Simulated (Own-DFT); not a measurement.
# Response to strain: wurtzite GaN, 72 atoms (Ga36N36)

Everything here is calculated. The program is Own-DFT (plane waves, in-house, since retired, never reviewed by a person); positions were held fixed, and spin and spin-orbit coupling were off.

All runs used: PBE; PseudoDojo norm-conserving scalar-relativistic files (stringent for Ga); cutoff 96 hartree; 4 x 4 x 3 k mesh centred on Gamma; Gaussian smearing of 0.01 eV.

Caveats: forces not confirmed at this smearing and k mesh; stress not checked against mesh or cutoff.

Unstrained cell vectors in Å: (9.567, 0.000, 0.000); (-4.784, 8.285, 0.000); (0.000, 0.000, 10.370). The unstrained cell has measured lattice constants (interpolated for alloys), not those of this functional. That, the random moves and any unrelaxed bonds set the pressure at no strain. In each run the cell takes a homogeneous strain; fractional positions stay. All atoms carry random offsets, Gaussian with a width of 0.05 Å per axis. Strains are tensor components in per cent; tension counts as positive stress, and P is minus the mean normal stress.

```
run  e_xx (%)  e_yy (%)  e_zz (%)  e_yz (%)  e_xz (%)  e_xy (%)  s_xx (GPa)  s_yy (GPa)  s_zz (GPa)  s_yz (GPa)  s_xz (GPa)  s_xy (GPa)  P (GPa)  E (meV/atom)
  1      1.76      1.57     -0.96     -1.48     -1.85     -0.25       -0.59        0.21       -8.76       -4.03       -4.34       -1.59     3.05          18.3
  2      1.76     -0.18     -0.35      0.50     -0.07     -1.31       -1.48       -5.98       -6.35        1.14       -0.55       -4.04     4.60           1.6
  3     -1.71     -1.33     -0.87      0.65      0.11     -1.43      -15.90      -16.76      -14.62        2.40        1.11       -7.10    15.76          39.5
  4      0.60      0.52     -1.70      0.34      0.99      1.58       -4.65       -4.27      -17.51        0.98        2.28        3.95     8.81          29.7
  5      1.70     -0.17      0.38     -0.98     -1.65      0.07       -0.65       -5.45       -3.72       -1.91       -3.26        0.79     3.27           9.8
  6      1.61      0.31      1.63      0.64      1.13     -0.69        0.20       -1.44       -0.20        1.28        2.78       -0.78     0.48           5.7
  7     -1.21      0.63      1.13     -1.07     -1.09      1.54      -12.01       -3.97       -3.63       -2.12       -3.72        4.62     6.54          27.8
  8     -1.69      0.69      0.31      1.52      1.52     -0.25      -12.92       -5.57       -5.83        3.13        2.68        0.07     8.11           7.7
  9      1.16      1.91     -0.13      1.50     -1.01     -0.48       -1.37        2.36       -8.03        2.71       -1.96       -1.14     2.34          24.0
 10      1.85     -1.43      1.62      0.87      0.42     -0.61       -0.39       -9.85       -0.36        1.73        0.93       -1.32     3.53          20.4
 11      1.03      1.32      0.20      1.60     -1.40     -0.24       -1.50       -0.05       -4.65        3.50       -3.29       -0.60     2.07           0.0
 12      0.10      0.28     -1.14      1.86     -0.54      0.22       -7.81       -5.52      -13.59        4.38       -1.57        0.90     8.97          29.7
 13     -0.12      1.85      1.96      0.25      1.39     -1.69       -4.68        1.74        2.26        0.09        1.39       -4.23     0.23           1.8
 14      1.47     -1.01      0.99      1.79      0.10     -0.01       -0.78       -9.02       -2.57        3.46        0.32       -0.87     4.12           4.0
 15     -0.29      1.45      1.82      1.58     -0.75      1.26       -5.46       -0.47        0.64        3.75       -2.33        4.19     1.76           5.5
 16      0.22      0.79     -0.84      0.58      1.76      0.03           ?           ?           ?           ?           ?           ?        ?             ?
```

The last column gives the free energy per atom over the lowest of the runs shown.

## Analysis

Each stress component was fitted by least squares to a constant and the strains of the runs shown, as fractions, with shears doubled. Shear strains stay in the fit of a normal stress only where such slopes are resolved. The slopes, in GPa:

| stress | at no strain | per e_xx | per e_yy | per e_zz | scatter |
|---|---|---|---|---|---|
| s_xx | -7.4 | 393 ± 15 | 84 ± 18 | 70 ± 16 | 0.72 |
| s_yy | -7.0 | 124 ± 17 | 431 ± 20 | 70 ± 19 | 0.83 |
| s_zz | -8.0 | 85 ± 29 | 57 ± 34 | 470 ± 31 | 1.38 |

The slope of each shear stress on twice its own strain, from a fit on all six strains: yz 110 ± 5, xz 105 ± 8, xy 158 ± 12 GPa. These are stiffnesses along x, y and z of the frame in which the cell vectors are given, with the crystal's c axis along z: C11, C12, C13 and C33. Hexagonal symmetry asks that xx and yy behave alike, which is a second check on the noise. The atoms are held to the strained lattice; where symmetry lets them move under strain, relaxing them would lower some slopes. Symmetry asks for nearly equal slopes across the diagonal; the mismatch is a measure of noise. A ninth of the table's sum, 198 ± 5 GPa, estimates the bulk modulus near the mean pressure of these runs, 4.9 GPa, so it lies above the value at zero pressure.

## Test on the hidden row

Q: what normal stresses and pressure should run 16 give?

Estimate: s_xx = -6.4, s_yy = -3.9, s_zz = -11.3 and P = 7.2 GPa. Computed: -6.21, -2.81, -11.42 and P = 6.81 GPa.
